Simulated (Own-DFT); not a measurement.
# Two functionals across a range of volumes: D0_22 TiAl3, 40 atoms (Al30Ti10)

Everything here is calculated. The program is Own-DFT (plane waves, in-house, since retired, never reviewed by a person); positions were held fixed, and spin and spin-orbit coupling were off.

Keep in mind: forces on such cells failed a check on a denser k mesh; stress not checked against mesh or cutoff.

Each geometry was run with PBE and with PBEsol, otherwise alike: PseudoDojo norm-conserving scalar-relativistic files made for PBE; cutoff 42 hartree; 4 x 4 x 4 k mesh centred on Gamma; cold (Marzari-Vanderbilt) smearing of 0.2 eV. Unstrained cell vectors in Å: (-2.365, -6.981, 4.326); (-7.667, 3.491, 1.442); (-2.950, -3.488, -7.241). Each has a uniform strain, of which the change of volume is shown, and random moves of rms u per axis.

```
run  volume change (%)   u (Å)  P with PBE (GPa)  P with PBEsol (GPa)
  1               3.15  0.0504             -0.65                -2.48
  2               0.45  0.0451              2.32                 0.42
  3              -0.66  0.0509              3.80                 1.88
  4               1.83  0.0543              1.05                -0.81
  5               0.49  0.0496              2.15                 0.26
  6              -1.53  0.0492              4.77                 2.82
  7              -2.24  0.0523              5.43                 3.47
  8               1.19  0.0469              1.42                -0.46
  9               0.75  0.0518              2.04                 0.16
 10               2.75  0.0437             -0.50                    ?
```

Q: by how much does PBEsol shrink this cell, and what belongs in the blank?

## Answer

Write v for the change of volume as a fraction. Fitted to v and u², the PBE pressure has a slope of -114 ± 3 GPa in v, with the ions held to the strained lattice. The difference PBEsol less PBE is -1.91 + 2.5 v GPa (slope ± 0.1) and averages -1.90 GPa. Divided by the mean slope of the two, 113 GPa, that makes PBEsol's volume at a given pressure, near 2 GPa, about 1.7 % smaller, or 0.56 % in lengths. At one volume PBEsol's slope is the smaller by 2 GPa, but its pressure there is lower too. If stiffness rises by about 4 GPa for each GPa, PBEsol at equal pressure is stiffer by about 5 GPa. Files made for PBEsol would give a different shift.

For run 10 the line gives -2.33 GPa. The calculation gave -2.34 GPa.
